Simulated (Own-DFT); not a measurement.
# One host, several defects: monoclinic HfO2

Calculated, not measured: single-point runs of Own-DFT, a retired in-house plane-wave DFT program that no person has reviewed, on unrelaxed cells, without spin or spin-orbit coupling.

Common settings: PBE; PseudoDojo norm-conserving scalar-relativistic files; cutoff 72 hartree; 2 x 2 x 2 k mesh centred on Gamma; Fermi-Dirac smearing of 0.1 eV.

Caveats (not all hold for every row): not probed for a lower state with spin; hafnium file: forces about 75 meV/angstrom off all-electron values; oxygen file: force components 24 meV/angstrom off all-electron in a glass; forces on such cells passed a denser k mesh, each cell not checked; stress not checked against mesh or cutoff.

All runs share one cell, with vectors in Å (10.234, 0.000, 0.000); (0.000, 10.350, 0.000); (-1.696, 0.000, 10.445) and a volume of 1106.4 Å³. Atoms were moved at random from their sites; u is the rms move along one axis. The defect's site can differ from row to row.

| cell | formula | u (Å) | P (GPa) |
|---|---|---|---|
| no defect | Hf32O64 | 0.0191 | 3.94 |
| no defect | Hf32O64 | 0.0200 | 4.01 |
| no defect | Hf32O64 | 0.0463 | 5.98 |
| two Al on a Hf site each and one O vacancy | Al2Hf30O63 | 0.0299 | 1.87 |
| two Al on a Hf site each and one O vacancy | Al2Hf30O63 | 0.0502 | 3.50 |
| two Al on a Hf site each and one O vacancy | Al2Hf30O63 | 0.0524 | 4.17 |
| one Si on a Hf site | Hf31O64Si | 0.0313 | ? |
| one Si on a Hf site | Hf31O64Si | 0.0314 | 2.60 |
| one Si on a Hf site | Hf31O64Si | 0.0515 | 4.74 |
| one Si on a Hf site | Hf31O64Si | 0.0526 | 5.02 |
| two O vacancies | Hf32O62 | 0.0298 | 3.88 |
| two O vacancies | Hf32O62 | 0.0498 | 4.86 |
| two O vacancies | Hf32O62 | 0.0520 | 4.52 |

## Worked fit

P = P0 + c u² + a shift for each defect gives P0 = 3.65 GPa, c = 1023 ± 139 GPa/Å² and a scatter of 0.39 GPa. The shifts, and each times the cell's volume:

- two O vacancies: -1.30 ± 0.35 GPa, -9.0 eV (-4.5 eV for each of its 2 sites)
- one Si on a Hf site: -1.71 ± 0.36 GPa, -11.8 eV
- two Al on a Hf site each and one O vacancy: -2.57 ± 0.36 GPa, -17.8 eV

Positive is outwards. The product with the volume (160.2 GPa Å³ to the eV) is nearly free of the cell's size; divided by the bulk modulus at the cell's pressure it gives the volume that the defect adds. The atoms around the defects weren't relaxed, which would change these numbers.

## Check

Question: what pressure belongs in the blank (one Si on a Hf site, u = 0.0313 Å)?

The fit gives 2.94 ± 0.48 GPa. DFT gave 2.66 GPa.
